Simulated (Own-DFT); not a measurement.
# Shaking the atoms of zincblende InP, 64 atoms (In32P32)

All numbers below are calculated, not measured. The program, named Own-DFT, is a retired in-house plane-wave density functional code that no person has reviewed. Each row is one single-point run on a periodic cell that was not relaxed, without spin or spin-orbit coupling.

Settings of every run: PBE; PseudoDojo norm-conserving scalar-relativistic files; cutoff 36 hartree; 3 x 3 x 3 k mesh centred on Gamma; Fermi-Dirac smearing of 0.1 eV.

Known limits: forces on such cells moved up to 12 meV/angstrom on a denser k mesh; stress not checked against mesh or cutoff.

Cell vectors in Å: (11.737, 0.000, 0.000); (0.000, 11.737, 0.000); (0.000, 0.000, 11.737). In each run every atom was moved at random and independently from its ideal site; u is the rms move along one axis. E is the free energy for each atom above the fitted value at u = 0, and F the rms of the force components.

```
run,u (Å),E (meV/atom),F (eV/Å),largest force (eV/Å),P (GPa)
1,0.0201,6.0,0.244,0.84,3.20
2,0.0204,?,?,?,?
3,0.0235,7.7,0.279,0.92,3.24
4,0.0473,32.0,0.571,2.15,3.52
5,0.0504,33.5,0.565,1.88,3.54
6,0.0961,113.0,1.082,3.74,4.46
7,0.1053,182.6,1.721,8.90,5.31
8,0.1630,423.0,2.624,11.68,8.38
9,0.1999,539.0,2.997,14.87,9.72
```

## Worked fit

For small independent moves the energy grows as E = (3/2) K u², with K the mean stiffness felt by one atom. The runs with u up to 0.11 Å give K = 9.4 ± 0.7 eV/Å², with residuals divided by u² + 0.0006 Å², since the noise grows with the moves. The scatter is 4.6 meV/atom at u = 0.05 Å. The forces follow F = G u with G = 12.6 eV/Å²; no force at u = 0 is resolved. G exceeds K because the moves of its neighbours add to the force on an atom, and stiffness differs between atoms. At u = 0.200 Å the parabola gives 565 meV/atom and the run 539. The pressure follows P = 3.11 + 177 u² GPa: at fixed volume, shortened bonds push harder than stretched ones pull.

## Withheld run

Question: what energy and rms force should run 2 give?

The fit gives 6 ± 2 meV/atom and about 0.26 eV/Å. The calculation gave 6.3 meV/atom and 0.259 eV/Å.
